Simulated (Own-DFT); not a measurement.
# How much smaller does PBEsol make it? C40 NbSi2, 36 atoms (Nb12Si24)

Source: density functional calculations with Own-DFT, an unreviewed in-house program that is no longer used. Nothing was measured or relaxed, and spin and spin-orbit coupling are left out.

Keep in mind: forces on such cells failed a check on a denser k mesh; stress not checked against mesh or cutoff.

Each geometry was run with PBE and with PBEsol, otherwise alike: PseudoDojo norm-conserving scalar-relativistic files made for PBE; cutoff 42 hartree; 4 x 4 x 5 k mesh centred on Gamma; cold (Marzari-Vanderbilt) smearing of 0.2 eV. Unstrained cell vectors in Å: (0.000, 8.324, 0.000); (-9.613, 0.000, 0.000); (0.000, 0.000, 6.586). Each has a uniform strain, of which the change of volume is shown, and random moves of rms u per axis.

```
run  volume change (%)   u (Å)  P with PBE (GPa)  P with PBEsol (GPa)
  1               1.56  0.0488             -0.29                -3.87
  2               2.55  0.0455             -1.73                -5.27
  3               1.70  0.0503             -0.02                -3.61
  4              -0.53  0.0460              3.95                 0.27
  5               1.23  0.0436              0.89                -2.71
  6               1.44  0.0488             -0.21                -3.81
  7              -2.76  0.0511              8.30                 4.52
  8               2.78  0.0603             -1.50                -5.04
  9              -0.67  0.0458              4.34                 0.65
 10               1.57  0.0411             -0.27                -3.86
 11              -2.51  0.0534              8.11                    ?
```

Question: by how much does PBEsol shrink this cell, and what belongs in the blank?

## Solution

Write v for the change of volume as a fraction. Fitted to v and u², the PBE pressure has a slope of -188 ± 6 GPa in v, with the ions held to the strained lattice. The difference PBEsol less PBE is -3.66 + 4.4 v GPa (slope ± 0.1) and averages -3.62 GPa. Divided by the mean slope of the two, 186 GPa, that makes PBEsol's volume at a given pressure, near 0 GPa, about 1.9 % smaller, or 0.65 % in lengths. At one volume PBEsol's slope is the smaller by 4 GPa, but its pressure there is lower too. If stiffness rises by about 4 GPa for each GPa, PBEsol at equal pressure is stiffer by about 10 GPa. Files made for PBEsol would give a different shift.

For run 11 the line gives 4.34 GPa. The hidden result is 4.35 GPa.
